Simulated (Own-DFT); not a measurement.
# Which arrangement is lower? Al2C36Si34, 72 atoms

These are calculations, not measurements. They come from Own-DFT, an in-house plane-wave density functional program, since retired, whose code no person has reviewed. Each row is one single-point run on a periodic cell that was not relaxed, without spin or spin-orbit coupling.

Settings of every run: PBE; PseudoDojo norm-conserving scalar-relativistic files; cutoff 42 hartree; 4 x 4 x 3 k mesh centred on Gamma; Fermi-Dirac smearing of 0.1 eV.

Known limits: not probed for a lower state with spin; forces on such cells passed a denser k mesh, each cell not checked; stress not checked against mesh or cutoff.

All cells hold the same atoms in the same cell, with vectors in Å (9.248, 0.000, 0.000); (-4.624, 8.009, 0.000); (0.000, 0.000, 10.068). Every atom was moved at random from its ideal site; u is the rms move along one axis. The defect's site can differ from row to row. E is the free energy of the cell above the lowest run. The arrangements:

- A: 4H SiC, with two Al on a Si site each, 3.1 Å apart
- B: 2H SiC, with two Al on a Si site each, 3.1 Å apart

| arrangement | u (Å) | E (eV) | P (GPa) |
|---|---|---|---|
| A | 0.0309 | 1.233 | 5.92 |
| A | 0.0315 | 1.079 | 5.90 |
| A | 0.0322 | 0.973 | 5.88 |
| A | 0.0446 | 3.091 | 6.52 |
| A | 0.0480 | 3.950 | 6.82 |
| A | 0.0533 | 5.602 | 7.23 |
| B | 0.0274 | 0.000 | 5.60 |
| B | 0.0306 | 1.160 | 6.04 |
| B | 0.0319 | 0.906 | 5.95 |
| B | 0.0466 | 4.415 | 7.15 |
| B | 0.0475 | 4.291 | 7.23 |
| B | 0.0497 | 4.500 | 7.03 |

Question: once the cost of the random moves is taken out, how do the arrangements rank?

## Worked answer

Fit E = a + b u², with one b for all and one a for each arrangement, and with residuals divided by u², since the noise grows with the moves. Then b = 2522 eV/Å², the scatter at u = 0.04 Å is 0.42 eV, and against A:

- B: -0.14 ± 0.19 eV (not told apart from A)

These are energies of unrelaxed cells. Relaxing the atoms lowers the strained arrangements most, so the gaps would shrink and small ones could change sign.
